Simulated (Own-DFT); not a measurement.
# What a plane-wave calculation costs

Wall times of single-point runs (energy, forces and, in most, stress) with one build of Own-DFT, an in-house plane-wave density functional program, since retired. Each ran alone on one NVIDIA H200 card, with norm-conserving files, no spin and no use of crystal symmetry. The k points are those left after time reversal, where it was used. Plane waves for each k point are estimated as V (2 E)^(3/2) / (6 π²) in atomic units.

```
       cell  atoms  valence electrons  cutoff (hartree)  volume (Å³)  k mesh  k points  plane waves  time (s)
      In4P4      8                 72                36          202   5x5x5        63        14100       106
      Ga4P4      8                 72                42          162   5x5x5        63        14200        96
    In30P34     64                560                36         1617   3x3x3        14       112600      1150
    Ga33P31     64                584                42         1295   3x3x3        14       113600      1053
    In46P50     96                848                36         2426   2x3x3        10       168900      2217
    In48P48     96                864                36         2426   2x3x3        10       168900      2328
As32Ga24In8     64                896                42         1524   3x3x3        14       133700      1799
As32Ga8In24     64                896                42         1691   3x3x3        14       148400      2071
   As32In30     62                870                42         1779   3x3x3        14       156100      2590
   As34In30     64                900                42         1779   3x3x3        14       156100      2340
    In49P47     96                872                36         2426   2x3x3        10       168900         ?
```

## Worked fit

Take the size N = k points x plane waves x valence electrons. A line through log(time) against log(N) has a slope of 0.94 ± 0.04 and a scatter of a factor 1.16. Part of the scatter may come from the number of self-consistent steps, which isn't shown. Times belong to this build alone.

## Withheld run

Question: how long should the last run take? Its N is 1.47e+09.

The line gives about 1880 s. It took 2188 s.
